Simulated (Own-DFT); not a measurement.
Simulation results for Si12O23 (quartz with two neutral oxygen vacancies, atoms displaced)

All values are calculated (Own-DFT development build). A calculation, not a measurement: plane-wave PBE and HSE06 DFT by an unreviewed code, no spin, of a simulated cell at Gamma alone, so results move with cell size and shape, stress positive in tension, energies less offsets, not probed for a lower state with spin; oxygen file: force components 24 meV/angstrom off all-electron in a glass; k mesh not checked against a denser one; forces and stress are PBE's, HSE06 gives the energy alone, and its difference from PBE has offsets of its own; offsets are fitted by least squares, one for each functional and potential file, so energies compare only between cells with the same atoms and settings and are not formation energies; the far tail of each file's local potential was reset to the Coulomb form; each entry is a single point on an unrelaxed cell, so the pressure reflects the starting lattice, mostly measured values (interpolated for alloys), from which strain is counted, and rises with the displacements; printed positions are rounded, which can move forces by about a meV/angstrom; the program, named Own-DFT, is a retired in-house code; no spin-orbit coupling.

Settings shared by all entries: first functional PBE; second functional HSE06; exact exchange share 0.25; screening 0.11 1/bohr; exchange divergence Gygi-Baldereschi; potential files PseudoDojo norm-conserving, scalar-relativistic, made for PBE, standard set; wave cutoff 48 hartree; occupations fixed; k mesh 1 x 1 x 1 centred on Gamma.

```yaml
- entry: 1
  formula: Si12O23
  kind: "quartz with two neutral oxygen vacancies, atoms displaced"
  structure:
    cell_angstrom: [[9.8268, 0.0, 0.0], [-4.9134, 8.5103, 0.0], [0.0, 0.0, 10.8104]]
    atoms_fractional:
      - [Si, 0.24075, 0.99979, 0.99699]
      - [Si, 0.98763, 0.2296, 0.33525]
      - [Si, 0.2695, 0.27135, 0.17121]
      - [O, 0.20772, 0.13609, 0.06493]
      - [O, 0.42177, 0.28417, 0.21793]
      - [O, 0.36447, 0.08246, 0.39659]
      - [O, 0.06556, 0.36705, 0.44419]
      - [O, 0.14085, 0.21144, 0.26543]
      - [O, 0.28863, 0.42231, 0.10526]
      - [Si, 0.23016, 0.99727, 0.50147]
      - [Si, 0.0038, 0.23368, 0.8386]
      - [Si, 0.26192, 0.26611, 0.66608]
      - [O, 0.20522, 0.13534, 0.56064]
      - [O, 0.42661, 0.30514, 0.7284]
      - [O, 0.35733, 0.07351, 0.89482]
      - [O, 0.13273, 0.21318, 0.78078]
      - [O, 0.29203, 0.42319, 0.60128]
      - [Si, 0.23565, 0.50265, 0.99521]
      - [Si, 0.99335, 0.73397, 0.33313]
      - [Si, 0.26751, 0.77693, 0.16105]
      - [O, 0.21295, 0.64402, 0.05596]
      - [O, 0.42705, 0.79306, 0.22481]
      - [O, 0.36407, 0.56671, 0.39847]
      - [O, 0.08484, 0.87901, 0.44112]
      - [O, 0.1321, 0.70294, 0.27171]
      - [O, 0.30048, 0.93551, 0.11507]
      - [Si, 0.23918, 0.49548, 0.50004]
      - [Si, 0.99257, 0.72114, 0.83881]
      - [Si, 0.26366, 0.75852, 0.66106]
      - [O, 0.20204, 0.62914, 0.56679]
      - [O, 0.43185, 0.79799, 0.73218]
      - [O, 0.07927, 0.87633, 0.94273]
      - [O, 0.1396, 0.71189, 0.77746]
      - [O, 0.29235, 0.92568, 0.60519]
      - [Si, 0.73585, 0.00845, 0.99067]
      - [Si, 0.49553, 0.23878, 0.33014]
      - [Si, 0.76216, 0.25151, 0.17099]
      - [O, 0.71878, 0.13508, 0.06008]
      - [O, 0.93362, 0.29393, 0.21852]
      - [O, 0.86258, 0.07141, 0.39417]
      - [O, 0.57108, 0.36884, 0.44656]
      - [O, 0.64086, 0.20837, 0.2723]
      - [O, 0.79104, 0.4286, 0.11058]
      - [Si, 0.72491, 0.99531, 0.50782]
      - [Si, 0.48941, 0.23281, 0.83175]
      - [Si, 0.75901, 0.26578, 0.67175]
      - [O, 0.70153, 0.14184, 0.56828]
      - [O, 0.93128, 0.29301, 0.72311]
      - [O, 0.86732, 0.06968, 0.89222]
      - [O, 0.57493, 0.36315, 0.94124]
      - [O, 0.6225, 0.19708, 0.77942]
      - [O, 0.79638, 0.43326, 0.60555]
      - [Si, 0.72757, 0.49902, 0.00478]
      - [Si, 0.49745, 0.74285, 0.3357]
      - [Si, 0.76713, 0.76701, 0.1732]
      - [O, 0.71093, 0.63514, 0.06336]
      - [O, 0.91899, 0.78436, 0.22143]
      - [O, 0.87111, 0.57114, 0.4003]
      - [O, 0.56606, 0.86612, 0.43787]
      - [O, 0.64042, 0.71288, 0.27151]
      - [O, 0.7998, 0.93039, 0.10107]
      - [Si, 0.73076, 0.49998, 0.49922]
      - [Si, 0.49627, 0.73731, 0.833]
      - [Si, 0.76129, 0.75601, 0.6619]
      - [O, 0.71617, 0.63401, 0.56396]
      - [O, 0.94342, 0.79887, 0.72661]
      - [O, 0.86754, 0.57991, 0.89476]
      - [O, 0.57264, 0.85337, 0.93746]
      - [O, 0.62944, 0.69557, 0.77264]
      - [O, 0.80605, 0.93024, 0.6091]
  results:
    "PBE_energy_of_cell_above_offsets [eV]": "-15.407"
    "HSE06_less_PBE_above_offsets [eV]": "0.251"
    "PBE_pressure [GPa]": 8.71
    "PBE_stress_xx [GPa]": -7.08
    "PBE_stress_yy [GPa]": -8.95
    "PBE_stress_zz [GPa]": -10.1
    "PBE_stress_yz [GPa]": -0.61
    "PBE_stress_xz [GPa]": 0.18
    "PBE_stress_xy [GPa]": -1.6
    force_element: [Si, Si, Si, O, O, O, O, O, O, Si, Si, Si, O, O, O, O, O, Si, Si, Si, O, O, O, O, O, O, Si, Si, Si, O, O, O, O, O, Si, Si, Si, O, O, O, O, O, O, Si, Si, Si, O, O, O, O, O, O, Si, Si, Si, O, O, O, O, O, O, Si, Si, Si, O, O, O, O, O, O]
    "force_x [eV/angstrom]": [-4.433, 4.135, -0.982, 1.193, 4.323, 0.775, 0.41, -5.896, -0.58, 3.253, -3.529, -0.475, -0.162, 0.271, 3.406, 4.979, 1.458, 0.537, 2.791, 1.161, -0.237, -0.508, 2.496, -4.875, -1.046, -1.063, -5.58, 3.567, -0.858, 1.405, -3.272, -1.183, 0.582, 0.953, 1.845, 2.09, 0.778, -2.362, 0.012, -1.681, -1.461, -4.366, 0.953, 1.143, 0.921, 1.144, 1.281, -1.143, 0.971, -1.087, 0.615, 0.38, 2.24, 1.582, -2.515, -1.415, 4.669, -0.056, 0.318, -4.677, -0.597, 2.628, 1.848, 1.963, -1.336, -3.1, -3.271, 0.703, -0.326, -1.706]
    "force_y [eV/angstrom]": [0.66, 2.867, -1.413, -1.341, 1.521, -0.015, -0.559, -1.609, 2.592, 4.789, 3.611, -1.054, -0.319, -0.193, 2.165, -0.514, -0.221, -0.191, 0.683, -4.716, -0.512, 0.392, 3.324, -6.581, 0.751, 3.807, 0.033, 9.289, 3.882, -3.935, 1.221, -3.538, -0.496, -0.419, -5.852, -0.216, 5.437, 0.626, -0.188, -2.245, -1.908, -1.204, -1.972, 2.331, 0.923, 3.125, -4.761, -0.299, 0.378, -0.772, 0.422, -1.486, -0.175, -4.802, 1.987, 0.732, 0.913, 0.804, 2.751, -1.091, -0.386, -0.511, -6.571, 4.527, -1.82, -0.842, -7.253, 5.097, 0.359, -0.02]
    "force_z [eV/angstrom]": [5.856, -1.222, -5.311, -1.389, 1.721, -0.561, -0.701, 6.053, -0.848, 2.541, 1.827, 1.45, 0.11, -0.107, -4.127, -2.949, 2.184, -2.384, 0.214, 2.843, -0.429, -0.307, -3.289, -4.573, 0.287, -2.098, 0.042, -3.188, 5.186, -3.907, -4.235, -1.37, -0.137, 0.548, 2.239, 1.12, -3.001, -0.456, 0.63, 1.597, -2.382, 3.926, 0.751, 0.286, 1.033, 2.218, -3.797, 0.558, -1.954, -0.68, -0.696, 1.537, -0.298, -3.123, -6.573, 0.282, 2.68, -1.017, 3.418, 4.464, 0.163, 0.591, 0.632, 6.429, -3.384, -1.304, 3.928, 4.008, -0.476, -1.07]
- entry: 2
  formula: Si12O23
  kind: "quartz with two neutral oxygen vacancies, atoms displaced"
  structure:
    cell_angstrom: [[9.8268, 0.0, 0.0], [-4.9134, 8.5103, 0.0], [0.0, 0.0, 10.8104]]
    atoms_fractional:
      - [Si, 0.23086, 0.00125, 0.00389]
      - [Si, 0.9969, 0.22561, 0.34184]
      - [Si, 0.25689, 0.26916, 0.16548]
      - [O, 0.21405, 0.14078, 0.04986]
      - [O, 0.41934, 0.2914, 0.22787]
      - [O, 0.36723, 0.07807, 0.39123]
      - [O, 0.06867, 0.35992, 0.44211]
      - [O, 0.12568, 0.206, 0.27564]
      - [O, 0.29031, 0.41653, 0.10589]
      - [Si, 0.2372, 0.00053, 0.5033]
      - [Si, 0.99039, 0.22293, 0.83431]
      - [Si, 0.25593, 0.26335, 0.65983]
      - [O, 0.20548, 0.13868, 0.56237]
      - [O, 0.42667, 0.29763, 0.73442]
      - [O, 0.36883, 0.08232, 0.88865]
      - [O, 0.07468, 0.37197, 0.9467]
      - [O, 0.13756, 0.21321, 0.77548]
      - [O, 0.29985, 0.42144, 0.60331]
      - [Si, 0.23547, 0.49699, 0.00284]
      - [Si, 0.98758, 0.72859, 0.33533]
      - [Si, 0.25881, 0.76906, 0.17004]
      - [O, 0.20471, 0.62731, 0.05182]
      - [O, 0.41634, 0.783, 0.23003]
      - [O, 0.35403, 0.56836, 0.39202]
      - [O, 0.07727, 0.86845, 0.44452]
      - [O, 0.12409, 0.69758, 0.27169]
      - [O, 0.29407, 0.92426, 0.10489]
      - [Si, 0.23361, 0.49673, 0.5006]
      - [Si, 0.98892, 0.73487, 0.8378]
      - [Si, 0.26147, 0.76968, 0.67734]
      - [O, 0.21202, 0.63245, 0.56154]
      - [O, 0.41761, 0.79513, 0.73141]
      - [O, 0.36701, 0.56917, 0.8868]
      - [O, 0.07743, 0.8717, 0.94804]
      - [O, 0.13949, 0.70933, 0.77436]
      - [O, 0.29336, 0.93434, 0.61092]
      - [Si, 0.73807, 0.99149, 0.01124]
      - [Si, 0.4955, 0.22391, 0.33577]
      - [Si, 0.76007, 0.2602, 0.16378]
      - [O, 0.69889, 0.12647, 0.06181]
      - [O, 0.92685, 0.29371, 0.22792]
      - [O, 0.87352, 0.06815, 0.3959]
      - [O, 0.57369, 0.36002, 0.44167]
      - [O, 0.63554, 0.21467, 0.27884]
      - [O, 0.7937, 0.42706, 0.11054]
      - [Si, 0.73647, 0.00818, 0.4944]
      - [Si, 0.50053, 0.22911, 0.83535]
      - [Si, 0.774, 0.26063, 0.66719]
      - [O, 0.71275, 0.12977, 0.5638]
      - [O, 0.92788, 0.29554, 0.72334]
      - [O, 0.57261, 0.36083, 0.94065]
      - [O, 0.62953, 0.19763, 0.78483]
      - [O, 0.79433, 0.42534, 0.60678]
      - [Si, 0.72829, 0.49802, 0.99683]
      - [Si, 0.49665, 0.74469, 0.33319]
      - [Si, 0.76445, 0.7709, 0.17035]
      - [O, 0.69686, 0.63133, 0.0621]
      - [O, 0.9313, 0.78389, 0.2211]
      - [O, 0.86586, 0.58327, 0.38691]
      - [O, 0.57864, 0.86419, 0.44401]
      - [O, 0.63622, 0.70807, 0.27715]
      - [O, 0.79182, 0.92949, 0.10618]
      - [Si, 0.73145, 0.50236, 0.50204]
      - [Si, 0.49895, 0.74551, 0.8247]
      - [Si, 0.78229, 0.7739, 0.66401]
      - [O, 0.70942, 0.63621, 0.55451]
      - [O, 0.92343, 0.79786, 0.72639]
      - [O, 0.86611, 0.57389, 0.88343]
      - [O, 0.641, 0.7114, 0.77378]
      - [O, 0.80341, 0.94071, 0.60506]
  results:
    "PBE_energy_of_cell_above_offsets [eV]": "-13.437"
    "HSE06_less_PBE_above_offsets [eV]": "0.223"
    "PBE_pressure [GPa]": 10.14
    "PBE_stress_xx [GPa]": -10.35
    "PBE_stress_yy [GPa]": -12.21
    "PBE_stress_zz [GPa]": -7.85
    "PBE_stress_yz [GPa]": 3.08
    "PBE_stress_xz [GPa]": -2.15
    "PBE_stress_xy [GPa]": -0.03
    force_element: [Si, Si, Si, O, O, O, O, O, O, Si, Si, Si, O, O, O, O, O, O, Si, Si, Si, O, O, O, O, O, O, Si, Si, Si, O, O, O, O, O, O, Si, Si, Si, O, O, O, O, O, O, Si, Si, Si, O, O, O, O, O, Si, Si, Si, O, O, O, O, O, O, Si, Si, Si, O, O, O, O, O]
    "force_x [eV/angstrom]": [4.171, -1.921, 3.798, -1.994, 0.542, -2.152, -0.102, 2.791, -1.743, -1.425, -0.174, 3.992, 1.03, -1.128, -2.988, -1.512, -0.796, -1.77, 1.79, 5.669, 0.811, -1.594, -1.681, 2.223, -0.958, -0.466, -0.303, -0.508, 4.348, 1.116, -1.033, 0.496, 0.128, -2.737, -6.707, 1.447, -7.247, -1.222, 1.11, -0.05, -0.136, -0.945, -0.206, 2.39, -1.004, 2.936, -1.578, -6.871, -2.454, 4.199, -0.233, 4.742, 0.105, 1.256, 2.956, 2.505, 0.609, -3.331, -3.63, -1.264, -1.885, 6.517, 2.206, 5.189, -10.15, -1.172, 7.861, -2.034, -0.522, 0.694]
    "force_y [eV/angstrom]": [2.234, 4.058, -6.194, 1.786, -0.64, -5.8, 0.892, -0.676, 6.181, 1.748, 0.358, 1.034, -4.75, -0.343, -6.628, -3.238, -0.656, 3.9, 0.523, 7.027, -4.291, 4.241, 1.822, 2.686, -1.478, 0.336, 1.873, -0.602, 3.702, 0.259, 1.828, 2.22, 1.221, -4.051, -1.52, -1.157, 4.513, 6.968, 1.646, -1.12, -1.121, -2.625, 0.542, -1.096, 1.045, -3.159, 4.238, 0.989, 1.53, 0.749, 0.805, 0.347, -0.237, 0.459, -4.803, -2.871, 0.592, 1.798, -8.188, 0.207, 0.585, -3.412, -2.86, -2.455, -0.691, 2.645, 1.283, -3.398, 0.692, -1.501]
    "force_z [eV/angstrom]": [-1.809, -3.405, 3.041, 2.26, 0.701, 3.079, 1.634, -1.654, -2.308, -0.927, 3.18, 6.777, -4.291, -1.614, 4.064, -2.361, 0.15, -2.004, -2.561, -1.486, -1.771, 3.465, -2.535, -2.39, -1.317, 0.801, -0.254, 1.174, -1.116, -7.403, 1.731, -1.875, 0.391, -2.854, 5.239, 1.492, -11.85, -2.696, 2.023, -0.516, 0.722, 0.031, 0.395, -1.377, -1.759, 1.638, -2.674, 0.813, -0.09, 2.001, 0.905, -3.51, -0.036, 1.69, 2.521, -0.455, -0.135, -2.379, 4.935, -0.19, 0.901, 8.141, -1.604, 5.397, -3.654, 1.69, 3.796, 2.591, -0.93, 0.414]
- entry: 3
  formula: Si12O23
  kind: "quartz with two neutral oxygen vacancies, atoms displaced"
  structure:
    cell_angstrom: [[9.8268, 0.0, 0.0], [-4.9134, 8.5103, 0.0], [0.0, 0.0, 10.8104]]
    atoms_fractional:
      - [Si, 0.23964, 0.00676, 0.00596]
      - [Si, 0.99654, 0.23363, 0.33252]
      - [Si, 0.27151, 0.26354, 0.16637]
      - [O, 0.20333, 0.12923, 0.05781]
      - [O, 0.43352, 0.29717, 0.22959]
      - [O, 0.37352, 0.07755, 0.38814]
      - [O, 0.06308, 0.35889, 0.43534]
      - [O, 0.13322, 0.20718, 0.27349]
      - [O, 0.29388, 0.42901, 0.101]
      - [Si, 0.23612, 0.99911, 0.4966]
      - [Si, 0.00679, 0.23715, 0.8199]
      - [Si, 0.26539, 0.2663, 0.66516]
      - [O, 0.21136, 0.14379, 0.56556]
      - [O, 0.44106, 0.30216, 0.73791]
      - [O, 0.36365, 0.06161, 0.89034]
      - [O, 0.07484, 0.3569, 0.94134]
      - [O, 0.13459, 0.22218, 0.77978]
      - [O, 0.28966, 0.42741, 0.60172]
      - [Si, 0.22751, 0.49579, 0.99454]
      - [Si, 0.99114, 0.72842, 0.32854]
      - [Si, 0.2668, 0.766, 0.16455]
      - [O, 0.21019, 0.63925, 0.05482]
      - [O, 0.43344, 0.78884, 0.22318]
      - [O, 0.36238, 0.56656, 0.38597]
      - [O, 0.07263, 0.86539, 0.44432]
      - [O, 0.28084, 0.92138, 0.10738]
      - [Si, 0.2379, 0.4975, 0.50232]
      - [Si, 0.99805, 0.73343, 0.83389]
      - [Si, 0.26638, 0.7733, 0.66448]
      - [O, 0.21295, 0.64543, 0.56204]
      - [O, 0.42028, 0.78808, 0.73171]
      - [O, 0.36426, 0.56507, 0.89477]
      - [O, 0.07972, 0.87159, 0.94106]
      - [O, 0.13586, 0.70464, 0.77655]
      - [O, 0.2814, 0.91985, 0.60898]
      - [Si, 0.73621, 0.00417, 0.00063]
      - [Si, 0.4915, 0.23092, 0.33158]
      - [Si, 0.75751, 0.25634, 0.15988]
      - [O, 0.70849, 0.13168, 0.06424]
      - [O, 0.91869, 0.28447, 0.22896]
      - [O, 0.87539, 0.0674, 0.39528]
      - [O, 0.56553, 0.37264, 0.44493]
      - [O, 0.63023, 0.2053, 0.28285]
      - [O, 0.79236, 0.42445, 0.10563]
      - [Si, 0.7337, 0.00329, 0.4997]
      - [Si, 0.49352, 0.22474, 0.83675]
      - [Si, 0.75456, 0.25944, 0.66445]
      - [O, 0.69482, 0.13255, 0.56038]
      - [O, 0.92813, 0.2877, 0.72967]
      - [O, 0.86049, 0.07462, 0.89564]
      - [O, 0.57831, 0.36731, 0.94233]
      - [O, 0.63098, 0.21091, 0.77466]
      - [O, 0.78875, 0.42423, 0.5997]
      - [Si, 0.73327, 0.49336, 0.00097]
      - [Si, 0.49956, 0.72135, 0.32646]
      - [Si, 0.76754, 0.77203, 0.15826]
      - [O, 0.71194, 0.62424, 0.06146]
      - [O, 0.87053, 0.57272, 0.39821]
      - [O, 0.57553, 0.87027, 0.43835]
      - [O, 0.6299, 0.70347, 0.28008]
      - [O, 0.79596, 0.92537, 0.10581]
      - [Si, 0.73116, 0.50001, 0.49593]
      - [Si, 0.49504, 0.72873, 0.82902]
      - [Si, 0.75747, 0.76202, 0.66501]
      - [O, 0.70324, 0.6299, 0.56445]
      - [O, 0.9304, 0.78864, 0.73055]
      - [O, 0.87379, 0.57828, 0.90011]
      - [O, 0.57159, 0.86666, 0.9431]
      - [O, 0.63813, 0.71113, 0.77233]
      - [O, 0.7998, 0.92735, 0.59764]
  results:
    "PBE_energy_of_cell_above_offsets [eV]": "-15.041"
    "HSE06_less_PBE_above_offsets [eV]": "0.111"
    "PBE_pressure [GPa]": 10.0
    "PBE_stress_xx [GPa]": -9.63
    "PBE_stress_yy [GPa]": -10.47
    "PBE_stress_zz [GPa]": -9.91
    "PBE_stress_yz [GPa]": 1.71
    "PBE_stress_xz [GPa]": -1.16
    "PBE_stress_xy [GPa]": 2.99
    force_element: [Si, Si, Si, O, O, O, O, O, O, Si, Si, Si, O, O, O, O, O, O, Si, Si, Si, O, O, O, O, O, Si, Si, Si, O, O, O, O, O, O, Si, Si, Si, O, O, O, O, O, O, Si, Si, Si, O, O, O, O, O, O, Si, Si, Si, O, O, O, O, O, Si, Si, Si, O, O, O, O, O, O]
    "force_x [eV/angstrom]": [0.119, 0.898, -3.291, -1.569, -2.432, -2.867, 1.53, 1.58, 1.377, -0.666, -8.675, 1.804, 1.542, -5.46, -0.021, -1.924, 12.94, 3.115, 0.622, 0.736, -0.548, -0.108, -1.947, -0.931, -0.503, 1.745, -5.417, 3.089, 0.85, 1.567, -0.454, 1.244, -0.578, -0.046, -1.354, 0.143, 4.289, -0.538, -1.134, -1.47, -1.087, -1.008, 1.826, 1.41, 0.709, 1.137, 1.617, 0.747, -6.361, 2.044, -1.841, 1.808, 1.163, 2.164, -5.163, 3.34, -2.585, 0.132, -0.865, 7.449, -1.681, -0.175, 0.801, 4.02, -0.232, -4.317, -0.444, -0.1, -2.028, 0.264]
    "force_y [eV/angstrom]": [-3.75, -2.172, 1.809, 3.301, 1.052, -5.282, 4.297, 0.087, -1.725, 1.186, -1.58, 3.357, -4.709, 0.514, -0.133, -1.235, -1.448, -2.007, 1.215, 2.741, -1.374, -0.872, 0.658, -1.512, -0.614, 0.833, 2.654, 0.994, -4.066, -3.856, 1.194, 1.31, -0.379, 0.186, 5.379, -2.553, 4.89, 4.374, -2.749, 0.424, -0.138, -2.22, 0.337, -1.47, -0.399, 1.759, 3.048, -1.754, 1.621, 1.788, -3.18, -0.867, -1.124, 1.429, 3.677, -5.805, 3.037, -0.874, -1.948, -0.479, 3.931, 0.048, 0.526, 2.448, -0.619, 1.001, -1.81, -1.046, -0.883, -0.471]
    "force_z [eV/angstrom]": [-4.105, -1.05, -0.447, 1.914, -3.103, 3.557, 3.777, -0.95, 1.795, 0.483, 10.65, 5.081, -4.06, -3.936, 0.818, -1.083, -5.661, 4.114, 1.866, -2.753, 2.382, -0.616, -1.45, 1.53, -1.105, 1.718, -4.794, 2.231, 4.396, -3.192, -1.611, -1.985, -0.356, -0.253, -2.076, -1.128, 2.136, 6.608, -2.882, -1.755, 0.455, -1.989, -2.296, 1.591, -1.505, 2.215, 1.371, -1.35, -5.636, -2.407, -1.273, -0.176, 1.576, -1.255, 4.09, 4.81, 1.554, -0.34, -1.19, -4.202, -1.644, 1.259, 3.57, -0.39, -1.152, -3.59, 0.358, -0.781, 1.965, 1.66]
```
